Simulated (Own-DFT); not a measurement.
Simulation results for GaAs (zincblende with one plane slipped along a stacking-fault path, atoms displaced)

A calculation, not a measurement: plane-wave PBE density functional theory by an unreviewed code, no spin, of a simulated periodic cell, stress positive in tension, free energy of the whole cell less one offset for each atom, forces on such cells passed a denser k mesh, this cell's mesh not checked; offsets are fitted by least squares, one for each functional and potential file, so energies compare only between cells with the same atoms and settings and are not formation energies; the far tail of each file's local potential was reset to the Coulomb form; each entry is a single point on an unrelaxed cell, so the pressure reflects the starting lattice, mostly measured values (interpolated for alloys), from which strain is counted, and rises with the displacements; printed positions are rounded, which can move forces by about a meV/angstrom; the program, named Own-DFT, is a retired in-house code; no spin-orbit coupling. Program: Own-DFT development build.

Common to all runs: functional PBE; potential files PseudoDojo norm-conserving, scalar-relativistic, standard set; wave cutoff 42 hartree; occupations Fermi-Dirac; smearing width 0.1 eV; k mesh 4 x 4 x 2 centred on Gamma.

(1) GaAs (zincblende with one plane slipped along a stacking-fault path, atoms displaced)

```
CELL_PARAMETERS angstrom
5.65330 -5.65330 0.00000
0.00000 5.65330 -5.65330
12.06040 12.06040 9.79910
ATOMIC_POSITIONS crystal
Ga 0.98659 0.98497 0.00008
As 0.97236 0.97766 0.12518
Ga 0.13562 0.28519 0.16807
As 0.12459 0.25205 0.29388
Ga 0.28080 0.07027 0.33370
As 0.26287 0.03525 0.45693
Ga 0.07841 0.14053 0.50201
As 0.06245 0.10786 0.62202
Ga 0.20728 0.43331 0.66079
As 0.19514 0.38148 0.78980
Ga 0.35899 0.21561 0.83376
As 0.32897 0.16970 0.95515
Ga 0.00516 0.50340 0.00362
As 0.97551 0.45584 0.12406
Ga 0.13992 0.79204 0.17031
As 0.11905 0.75973 0.29472
Ga 0.30534 0.58034 0.33104
As 0.28198 0.54527 0.45487
Ga 0.06389 0.62528 0.49791
As 0.04680 0.57878 0.62594
Ga 0.21065 0.91884 0.66778
As 0.20430 0.87432 0.79752
Ga 0.35047 0.70306 0.83412
As 0.32685 0.66692 0.95583
Ga 0.50455 0.99447 0.00196
As 0.49739 0.96622 0.12602
Ga 0.65612 0.29250 0.16750
As 0.64361 0.26507 0.28813
Ga 0.78865 0.08198 0.33323
As 0.78615 0.05776 0.45970
Ga 0.56911 0.13359 0.49679
As 0.55218 0.08958 0.62669
Ga 0.71277 0.41827 0.66951
As 0.69948 0.39203 0.78784
Ga 0.86925 0.23773 0.83388
As 0.84495 0.17930 0.96601
Ga 0.48531 0.48842 0.00402
As 0.47592 0.45838 0.12910
Ga 0.64009 0.79077 0.16349
As 0.64572 0.77658 0.28587
Ga 0.77855 0.57318 0.33551
As 0.76323 0.52632 0.45908
Ga 0.57600 0.64765 0.49898
As 0.54524 0.60039 0.62544
Ga 0.71484 0.93266 0.66896
As 0.69032 0.88691 0.78611
Ga 0.85644 0.72255 0.83850
As 0.84471 0.68357 0.96137
```

| Quantity | Value |
| --- | --- |
| free energy of cell above offsets | -15.010 eV |
| pressure | 4.86 GPa |
| stress xx | -5.77 GPa |
| stress yy | -5.95 GPa |
| stress zz | -2.85 GPa |
| stress yz | -0.02 GPa |
| stress xz | -1.07 GPa |
| stress xy | 0.69 GPa |

Force:
```tsv
element	x (eV/Å)	y (eV/Å)	z (eV/Å)
Ga	1.229	0.529	-0.86
As	0.324	-1.515	0.608
Ga	0.598	0.277	-0.014
As	0.061	-0.238	-0.566
Ga	0.606	-0.252	-0.947
As	-0.559	-1.882	1.404
Ga	1.002	1.209	-1.528
As	0.242	0.749	0.997
Ga	1.867	-1.32	1.862
As	-0.151	-0.138	-0.696
Ga	-0.162	-0.935	0.17
As	1.041	0.333	0.596
Ga	-0.602	-0.005	-0.153
As	1.338	0.596	-1.006
Ga	-0.308	-0.372	-0.328
As	0.071	-1.139	0.742
Ga	-0.47	0.348	-0.581
As	-1.364	-0.771	1.205
Ga	1.65	0.971	-0.981
As	-1.494	1.848	-2.314
Ga	0.223	-0.131	0.522
As	-1.52	1.305	-1.597
Ga	0.543	-1.44	0.391
As	1.36	0.094	-0.108
Ga	-0.785	0.102	-0.246
As	-1.429	1.627	-0.338
Ga	-1.048	0.164	0.19
As	-0.512	1.037	0.919
Ga	0.552	0.276	0.096
As	-1.71	-1.893	1.115
Ga	0.982	2.181	-0.616
As	-0.812	0.629	-1.088
Ga	-1.212	-0.441	-0.523
As	0.794	1.624	0.306
Ga	-0.227	-0.246	1.55
As	-1.143	-0.489	-0.859
Ga	0.013	-0.474	-0.313
As	0.069	-0.223	-0.152
Ga	0.363	-0.743	0.864
As	-0.166	0.14	1.217
Ga	0.045	-0.028	-0.562
As	-1.445	-0.68	1.13
Ga	1.75	1.173	-0.925
As	0.698	-0.426	-0.394
Ga	-0.269	-1.787	-0.091
As	1.7	1.494	0.634
Ga	-0.498	-0.91	-0.251
As	-1.238	-0.227	1.519
```

(2) GaAs (zincblende with one plane slipped along a stacking-fault path, atoms displaced)

```
CELL_PARAMETERS angstrom
5.65330 -5.65330 0.00000
0.00000 5.65330 -5.65330
12.06040 12.06040 9.79910
ATOMIC_POSITIONS crystal
Ga 0.99453 0.99728 0.00247
As 0.97981 0.95880 0.12730
Ga 0.14436 0.27524 0.16330
As 0.12585 0.26478 0.29046
Ga 0.29402 0.08400 0.33008
As 0.27834 0.03924 0.45806
Ga 0.06643 0.13045 0.49607
As 0.06482 0.11433 0.62181
Ga 0.21556 0.43534 0.66496
As 0.18971 0.38358 0.79160
Ga 0.36868 0.22161 0.82957
As 0.34279 0.16089 0.96393
Ga 0.99118 0.47990 0.99604
As 0.98694 0.48795 0.12050
Ga 0.14783 0.80090 0.16314
As 0.14147 0.76777 0.29165
Ga 0.29282 0.57458 0.33734
As 0.25720 0.55459 0.45471
Ga 0.05769 0.63753 0.49631
As 0.05554 0.59791 0.62998
Ga 0.21205 0.92953 0.66706
As 0.19381 0.88066 0.78517
Ga 0.35490 0.70011 0.83122
As 0.34689 0.68517 0.96133
Ga 0.49676 0.99283 0.00345
As 0.47057 0.95945 0.12434
Ga 0.64326 0.29142 0.16476
As 0.63303 0.25804 0.29197
Ga 0.77889 0.07288 0.33719
As 0.78701 0.06407 0.45559
Ga 0.56520 0.12151 0.50404
As 0.55988 0.10551 0.62966
Ga 0.70370 0.40945 0.66911
As 0.68667 0.38216 0.79056
Ga 0.86360 0.22256 0.83129
As 0.84425 0.17629 0.96037
Ga 0.49876 0.49412 0.00219
As 0.47594 0.46576 0.12509
Ga 0.64276 0.79282 0.16466
As 0.62205 0.74837 0.29649
Ga 0.78239 0.56572 0.33445
As 0.77297 0.55241 0.46303
Ga 0.58467 0.63423 0.49976
As 0.55744 0.59902 0.62832
Ga 0.72119 0.92416 0.66874
As 0.69064 0.88699 0.77966
Ga 0.85233 0.70849 0.83600
As 0.84341 0.67586 0.95526
```

| Quantity | Value |
| --- | --- |
| free energy of cell above offsets | -13.050 eV |
| pressure | 5.51 GPa |
| stress xx | -6.28 GPa |
| stress yy | -7.25 GPa |
| stress zz | -2.99 GPa |
| stress yz | 0.02 GPa |
| stress xz | -0.25 GPa |
| stress xy | 0.64 GPa |

Force:
```tsv
element	x (eV/Å)	y (eV/Å)	z (eV/Å)
Ga	0.348	-0.848	0.137
As	-0.881	0.208	-0.502
Ga	-0.067	1.599	-0.634
As	-0.329	-0.414	0.58
Ga	0.072	0.653	-0.145
As	-1.862	-0.975	0.675
Ga	2.723	0.812	-0.976
As	-0.405	0.284	0.254
Ga	0.659	-0.654	0.712
As	0.288	-0.681	-0.272
Ga	-0.759	0.688	1.982
As	-1.225	0.604	-1.502
Ga	1.274	1.023	-1.363
As	-0.126	-0.779	1.37
Ga	0.48	0.443	1.405
As	-0.948	-0.334	0.653
Ga	-1.01	-0.093	-0.865
As	1.804	-2.687	1.885
Ga	3.452	1.979	-0.657
As	-1.434	0.539	-1.254
Ga	-0.436	-0.825	-0.4
As	1.12	1.468	0.716
Ga	0.447	0.556	-0.505
As	-1.12	-1.002	0.486
Ga	0.63	-0.586	-0.374
As	1.378	-0.141	-0.615
Ga	0.255	-0.153	-0.084
As	-0.625	-0.436	0.079
Ga	-0.229	-1.064	-0.664
As	-1.842	-0.256	1.475
Ga	1.641	1.475	-0.693
As	-1.074	-0.874	0.638
Ga	0.717	0.022	-1.152
As	1.37	-0.074	-0.667
Ga	-0.741	0.01	1.24
As	-1.548	-0.722	0.574
Ga	-0.229	-0.534	-0.299
As	0.58	-0.209	-0.089
Ga	0.218	0.629	0.927
As	-0.089	-0.749	-0.795
Ga	0.975	0.288	-0.882
As	-2.471	-4.488	1.167
Ga	-1.518	5.852	-0.817
As	-0.411	-0.118	-0.594
Ga	-1.403	-1.978	-1.949
As	2.864	2.408	2.248
Ga	-0.88	-0.718	-1.169
As	0.366	0.854	0.712
```

(3) GaAs (zincblende with one plane slipped along a stacking-fault path, atoms displaced)

```
CELL_PARAMETERS angstrom
5.65330 -5.65330 0.00000
0.00000 5.65330 -5.65330
12.06040 12.06040 9.79910
ATOMIC_POSITIONS crystal
Ga 0.00165 0.00126 0.00162
As 0.99012 0.97741 0.11912
Ga 0.13907 0.28736 0.16762
As 0.13201 0.26178 0.28938
Ga 0.27472 0.07164 0.33681
As 0.26598 0.03159 0.45775
Ga 0.07808 0.13369 0.49727
As 0.07282 0.11403 0.62571
Ga 0.20678 0.41672 0.66296
As 0.20659 0.38592 0.79264
Ga 0.35197 0.20116 0.83175
As 0.34838 0.18165 0.96114
Ga 0.98828 0.49375 0.00212
As 0.97203 0.46252 0.13105
Ga 0.15095 0.78096 0.16858
As 0.11949 0.75620 0.28632
Ga 0.28219 0.57068 0.33643
As 0.27403 0.54716 0.45936
Ga 0.06814 0.63917 0.50353
As 0.04349 0.59856 0.62545
Ga 0.21478 0.92873 0.66373
As 0.18471 0.87841 0.78815
Ga 0.35949 0.71651 0.83738
As 0.32527 0.66303 0.95575
Ga 0.50683 0.99468 0.99825
As 0.49071 0.97161 0.12527
Ga 0.64559 0.28342 0.16362
As 0.61514 0.25594 0.29453
Ga 0.79066 0.06463 0.33972
As 0.76038 0.03396 0.45902
Ga 0.56966 0.14223 0.49887
As 0.55111 0.10007 0.62437
Ga 0.71075 0.42390 0.65696
As 0.68603 0.38068 0.78860
Ga 0.85475 0.21155 0.83588
As 0.84080 0.17513 0.96417
Ga 0.50951 0.51434 0.00118
As 0.47308 0.45135 0.12682
Ga 0.66484 0.78556 0.16710
As 0.63968 0.76426 0.29586
Ga 0.79804 0.59704 0.33331
As 0.76747 0.55297 0.46459
Ga 0.55894 0.62057 0.50173
As 0.54739 0.59943 0.62586
Ga 0.71286 0.92675 0.66580
As 0.69401 0.89348 0.78587
Ga 0.86589 0.72687 0.83626
As 0.83738 0.67221 0.95788
```

| Item | Value |
| --- | --- |
| free energy of cell above offsets | -14.690 eV |
| pressure | 4.88 GPa |
| stress xx | -5.39 GPa |
| stress yy | -6.54 GPa |
| stress zz | -2.71 GPa |
| stress yz | -0.39 GPa |
| stress xz | -0.18 GPa |
| stress xy | 0.59 GPa |

Force:
```tsv
element	x (eV/Å)	y (eV/Å)	z (eV/Å)
Ga	-0.306	-1.295	-0.555
As	1.309	0.186	1.509
Ga	-0.306	-0.131	-0.108
As	-0.053	0.509	0.942
Ga	-0.286	-0.865	-0.716
As	-0.551	-1.949	1.53
Ga	0.157	3.058	-0.985
As	-2.076	-0.242	0.571
Ga	1.266	1.362	-0.288
As	-0.853	0.803	-0.522
Ga	0.499	0.005	0.459
As	-0.492	-0.219	-0.172
Ga	0.662	0.149	0.196
As	0.154	-1.214	-0.959
Ga	-0.694	-0.081	-1.541
As	1.71	0.39	0.738
Ga	-0.016	-0.123	-1.023
As	-2.096	-0.836	1.26
Ga	0.971	0.868	-1.101
As	0.864	-0.289	-0.293
Ga	0.28	-0.193	0.712
As	0.875	-0.218	-0.169
Ga	-1.063	-1.134	-0.551
As	1.116	0.932	0.171
Ga	-0.526	0.604	0.544
As	-0.305	-1.017	1.065
Ga	0.12	1.523	0.858
As	0.525	-0.701	-0.056
Ga	-0.44	0.508	-1.997
As	0.472	-1.368	1.508
Ga	1.158	1.479	-1.226
As	-0.3	-0.381	-0.068
Ga	0.582	1.039	0.97
As	0.643	0.017	-0.757
Ga	0.045	-0.286	-0.401
As	-0.648	-0.708	-0.517
Ga	-0.53	0.012	0.752
As	0.438	0.088	-1.015
Ga	-0.633	0.763	0.18
As	-1.743	-0.139	0.089
Ga	-0.179	-0.21	1.615
As	-0.837	-4.187	0.627
Ga	1.156	3.166	-1.104
As	-0.104	0.255	-0.456
Ga	0.084	-0.883	-0.486
As	1.076	0.84	0.877
Ga	-1.656	-0.466	0.42
As	0.533	0.582	-0.525
```

(4) GaAs (zincblende with one plane slipped along a stacking-fault path, atoms displaced)

```
CELL_PARAMETERS angstrom
5.65330 -5.65330 0.00000
0.00000 5.65330 -5.65330
12.06040 12.06040 9.79910
ATOMIC_POSITIONS crystal
Ga 0.99026 0.97092 0.00113
As 0.98722 0.95617 0.13017
Ga 0.14788 0.28738 0.16687
As 0.11511 0.24809 0.28913
Ga 0.28531 0.07837 0.33335
As 0.26469 0.04252 0.45755
Ga 0.06923 0.14417 0.50480
As 0.03947 0.09225 0.62828
Ga 0.21334 0.41328 0.66591
As 0.18591 0.40310 0.79081
Ga 0.34334 0.19180 0.84185
As 0.33490 0.16791 0.96250
Ga 0.00245 0.50003 0.99266
As 0.97976 0.47663 0.12298
Ga 0.13885 0.78675 0.16649
As 0.12273 0.74642 0.29544
Ga 0.28417 0.58535 0.33287
As 0.27043 0.53582 0.45408
Ga 0.04774 0.62672 0.49890
As 0.03806 0.58974 0.62600
Ga 0.22295 0.93474 0.66378
As 0.21324 0.90466 0.79196
Ga 0.37028 0.71341 0.83473
As 0.33015 0.68364 0.95774
Ga 0.49235 0.99163 0.99513
As 0.46558 0.96825 0.11958
Ga 0.65035 0.29065 0.16361
As 0.63138 0.26010 0.29700
Ga 0.78897 0.06648 0.32874
As 0.77170 0.02628 0.45669
Ga 0.56255 0.13148 0.49654
As 0.54603 0.10771 0.62779
Ga 0.71546 0.41144 0.66666
As 0.69730 0.38869 0.79246
Ga 0.85596 0.20490 0.83597
As 0.83362 0.17122 0.95748
Ga 0.47806 0.47875 0.99856
As 0.49336 0.48160 0.13228
Ga 0.65841 0.78311 0.16833
As 0.62420 0.75504 0.29307
Ga 0.78964 0.57755 0.33040
As 0.76148 0.53340 0.45592
Ga 0.57142 0.62831 0.50178
As 0.55031 0.60175 0.62638
Ga 0.72479 0.92388 0.66871
As 0.69926 0.88998 0.79430
Ga 0.83419 0.70709 0.83270
As 0.83922 0.67194 0.95496
```

| Item | Value |
| --- | --- |
| free energy of cell above offsets | -14.706 eV |
| pressure | 4.99 GPa |
| stress xx | -6.1 GPa |
| stress yy | -5.67 GPa |
| stress zz | -3.21 GPa |
| stress yz | 0.14 GPa |
| stress xz | 1.38 GPa |
| stress xy | 0.06 GPa |

Force:
```tsv
element	x (eV/Å)	y (eV/Å)	z (eV/Å)
Ga	0.474	1.113	-0.659
As	-0.828	0.306	-1.611
Ga	-0.405	0.263	-0.552
As	1.05	-0.049	-0.494
Ga	-0.094	-0.03	-0.149
As	-1.363	-0.8	1.45
Ga	0.668	0.753	-1.353
As	0.894	-0.887	-0.886
Ga	-0.027	0.782	-0.341
As	0.679	-1.102	0.93
Ga	-0.068	0.287	-2.278
As	-0.788	0.259	0.411
Ga	-0.062	0.82	0.979
As	0.064	-1.466	0.31
Ga	1.068	-0.205	0.837
As	-0.457	0.057	-1.523
Ga	0.019	-1.155	0.814
As	-0.511	0.355	1.484
Ga	2.766	-0.017	-0.96
As	1.003	-0.673	-0.992
Ga	-0.513	0.568	1.407
As	-1.449	-0.454	1.299
Ga	-0.836	0.676	-0.277
As	0.26	-1.562	0.658
Ga	1.172	0.446	-0.18
As	1.454	-0.742	0.427
Ga	-0.091	0.705	0.757
As	-1.164	-1.205	0.182
Ga	0.394	1.33	-0.11
As	-1.328	-0.467	1.055
Ga	1.917	0.567	-0.756
As	-0.076	-2.241	0.024
Ga	0.053	1.645	-0.369
As	-0.472	0.344	0.616
Ga	-0.174	0.274	-0.793
As	0.721	-0.192	0.7
Ga	1.54	1.025	-0.9
As	-1.89	-1.605	0.708
Ga	-0.203	1.919	-1.132
As	-0.675	-0.643	0.342
Ga	0.14	0.778	0.083
As	-1.861	-1.806	1.226
Ga	0.38	2.242	-1.283
As	0.347	-0.355	0.242
Ga	-1.44	1.331	0.644
As	-0.672	0.091	-0.903
Ga	1.392	-1.671	0.007
As	-1.01	0.389	0.911
```

(5) GaAs (zincblende with one plane slipped along a stacking-fault path, atoms displaced)

```
CELL_PARAMETERS angstrom
5.65330 -5.65330 0.00000
0.00000 5.65330 -5.65330
12.06040 12.06040 9.79910
ATOMIC_POSITIONS crystal
Ga 0.00933 0.01713 0.99823
As 0.98963 0.98256 0.12569
Ga 0.14487 0.28418 0.17247
As 0.13082 0.26007 0.29038
Ga 0.28329 0.07402 0.33097
As 0.29486 0.05828 0.45605
Ga 0.06667 0.12542 0.50119
As 0.03437 0.09184 0.62579
Ga 0.20853 0.42719 0.66516
As 0.19913 0.40371 0.79528
Ga 0.34418 0.19914 0.83085
As 0.33809 0.18528 0.95653
Ga 0.00103 0.51065 0.00277
As 0.98644 0.46549 0.12388
Ga 0.15080 0.79286 0.16415
As 0.13246 0.76697 0.28732
Ga 0.30039 0.58422 0.32808
As 0.27832 0.54094 0.45953
Ga 0.06861 0.63324 0.49933
As 0.05099 0.60669 0.62678
Ga 0.20546 0.92509 0.66505
As 0.18553 0.88228 0.79533
Ga 0.34666 0.71360 0.83445
As 0.34943 0.68952 0.96017
Ga 0.49745 0.99415 0.99896
As 0.50454 0.96715 0.12892
Ga 0.64576 0.28093 0.16210
As 0.64790 0.26091 0.29543
Ga 0.78359 0.06515 0.33226
As 0.78751 0.05293 0.45783
Ga 0.56736 0.12235 0.50293
As 0.55519 0.09606 0.62371
Ga 0.70950 0.42853 0.67040
As 0.68063 0.37996 0.78440
Ga 0.85069 0.21332 0.83325
As 0.83068 0.17124 0.95787
Ga 0.49772 0.49818 0.99613
As 0.48937 0.48487 0.12267
Ga 0.66090 0.80168 0.16685
As 0.62799 0.75338 0.28949
Ga 0.78647 0.57304 0.33242
As 0.76385 0.53466 0.46165
Ga 0.58894 0.64180 0.50201
As 0.54093 0.59866 0.62498
Ga 0.70212 0.92221 0.66395
As 0.68153 0.86770 0.79113
Ga 0.86513 0.71110 0.83486
As 0.83959 0.66959 0.95877
```

| Property | Result |
| --- | --- |
| free energy of cell above offsets | -14.634 eV |
| pressure | 5 GPa |
| stress xx | -5.99 GPa |
| stress yy | -6.01 GPa |
| stress zz | -2.99 GPa |
| stress yz | 0.21 GPa |
| stress xz | -0.06 GPa |
| stress xy | 0.48 GPa |

Force:
```tsv
element	x (eV/Å)	y (eV/Å)	z (eV/Å)
Ga	-0.451	-0.014	0.937
As	-0.017	-1.321	0.148
Ga	-0.167	-0.493	-1.62
As	0.413	0.644	0.882
Ga	1.027	-0.124	-0.689
As	-2.905	-0.217	1.057
Ga	2.568	0.318	-1.042
As	0.722	-0.055	-0.618
Ga	0.05	0.328	0.735
As	-1.155	-0.908	0.731
Ga	0.398	0.659	-0.687
As	0.203	-0.88	0.432
Ga	0.032	-1.347	0.415
As	0.558	0.341	0.247
Ga	-0.144	-0.115	-0.291
As	-0.084	-0.181	1.066
Ga	-0.179	1.283	0.566
As	-0.973	-1.62	0.672
Ga	1.297	1.097	-1.083
As	-0.604	-0.131	0.082
Ga	0.692	0.086	0.056
As	-0.386	-0.992	-1.094
Ga	0.983	0.038	-0.012
As	-1.318	-0.426	0.76
Ga	0.784	1.167	-0.461
As	-2.089	0.303	-0.376
Ga	0.744	1.495	-0.683
As	-1.962	-0.255	0.029
Ga	0.817	0.088	-0.217
As	-2.503	-0.984	0.97
Ga	1.961	0.501	-1.068
As	-0.235	1.701	-0.409
Ga	-1.328	-1.501	-1.171
As	1.945	1.486	1.312
Ga	-0.462	-0.649	0.219
As	0.428	0.407	-0.881
Ga	0.699	0.488	-0.127
As	-0.046	-0.512	1.008
Ga	0.127	-0.609	0.723
As	0.434	-0.514	0.069
Ga	0.9	0.411	-0.319
As	-0.7	-3.611	0.88
Ga	-0.297	3.377	-1.366
As	0.432	-0.388	0.017
Ga	0.601	-0.046	1.219
As	0.617	0.328	-0.956
Ga	-1.396	0.454	0.833
As	-0.033	0.894	-0.892
```

(6) GaAs (zincblende with one plane slipped along a stacking-fault path, atoms displaced)

```
CELL_PARAMETERS angstrom
5.65330 -5.65330 0.00000
0.00000 5.65330 -5.65330
12.06040 12.06040 9.79910
ATOMIC_POSITIONS crystal
Ga 0.01547 0.00183 0.00287
As 0.99051 0.96611 0.12221
Ga 0.16606 0.30084 0.16853
As 0.12697 0.26152 0.29367
Ga 0.29786 0.08636 0.33547
As 0.25361 0.03993 0.46448
Ga 0.06669 0.13779 0.49830
As 0.05657 0.10685 0.62324
Ga 0.21633 0.43583 0.66685
As 0.19580 0.39380 0.78764
Ga 0.36629 0.22817 0.83339
As 0.33643 0.17716 0.95918
Ga 0.00147 0.50111 0.99888
As 0.97187 0.45964 0.12685
Ga 0.14386 0.78862 0.16660
As 0.13506 0.75407 0.29178
Ga 0.27529 0.56305 0.33264
As 0.26553 0.55493 0.45353
Ga 0.06006 0.63780 0.49987
As 0.05848 0.60709 0.61925
Ga 0.19507 0.90444 0.67128
As 0.19841 0.88791 0.79438
Ga 0.34588 0.69756 0.83454
As 0.34607 0.68915 0.95550
Ga 0.49903 0.01153 0.99709
As 0.48890 0.96047 0.12892
Ga 0.65187 0.28847 0.16659
As 0.63452 0.25590 0.29560
Ga 0.79244 0.09657 0.33192
As 0.76680 0.04744 0.45034
Ga 0.55560 0.12049 0.50057
As 0.53221 0.08775 0.62450
Ga 0.71295 0.43657 0.66210
As 0.69487 0.39580 0.79302
Ga 0.85479 0.19994 0.84004
As 0.86479 0.19603 0.95792
Ga 0.50268 0.50826 0.00745
As 0.49129 0.46377 0.12741
Ga 0.66063 0.80584 0.16940
As 0.62157 0.76396 0.29660
Ga 0.78442 0.57859 0.33457
As 0.75983 0.54670 0.45913
Ga 0.55833 0.63426 0.50159
As 0.53209 0.60203 0.62744
Ga 0.71348 0.91051 0.66873
As 0.70949 0.90570 0.79037
Ga 0.86149 0.71425 0.82774
As 0.84167 0.66053 0.95866
```

| Item | Value |
| --- | --- |
| free energy of cell above offsets | -14.417 eV |
| pressure | 5.04 GPa |
| stress xx | -5.56 GPa |
| stress yy | -6.62 GPa |
| stress zz | -2.94 GPa |
| stress yz | -0.27 GPa |
| stress xz | -0.43 GPa |
| stress xy | 0.45 GPa |

Force:
```tsv
element	x (eV/Å)	y (eV/Å)	z (eV/Å)
Ga	-1.601	-0.387	0.273
As	0.979	1.072	0.002
Ga	-1.165	0.44	0.486
As	-0.47	-1.489	0.646
Ga	-0.289	0.251	0.756
As	-0.731	-4.202	0.766
Ga	-0.171	3.828	-1.296
As	0.014	0.423	0.433
Ga	-1.298	0.175	0.997
As	-0.015	0.4	0.99
Ga	-0.556	0.046	0.499
As	0.414	0.236	-1.256
Ga	1.335	0.07	0.044
As	1.118	-1.293	-0.838
Ga	0.158	-0.219	0.345
As	-0.469	0.902	-0.317
Ga	0.795	0.351	-1.176
As	-0.366	-1.176	1.503
Ga	0.451	0.982	-1.49
As	-0.058	0.898	1.025
Ga	0.176	0.118	-1.031
As	0.334	0.133	-0.471
Ga	0.511	-0.491	-1.035
As	0.599	0.327	0.859
Ga	1.229	-0.539	0.41
As	-1.04	0.04	-0.914
Ga	-0.334	0.634	1.074
As	-1.321	0.602	-1.378
Ga	0.079	-1.199	0.701
As	0.288	-0.485	1.788
Ga	1.273	1.273	-0.954
As	1.162	0.002	-0.062
Ga	-0.104	-0.329	0.973
As	-0.012	-1.403	0.038
Ga	-0.328	-0.054	-1.771
As	-0.383	0.223	1.929
Ga	-0.746	-0.975	-0.573
As	0.883	0.661	-0.513
Ga	0.074	-0.372	1.051
As	-0.126	-0.838	-0.142
Ga	0.276	0.033	-0.651
As	-0.833	-1.88	1.299
Ga	0.612	1.796	-1.093
As	0.753	-1.56	-0.701
Ga	-0.089	0.583	-1.603
As	-0.722	0.117	1.48
Ga	0.47	0.997	0.332
As	-0.753	1.282	-1.436
```
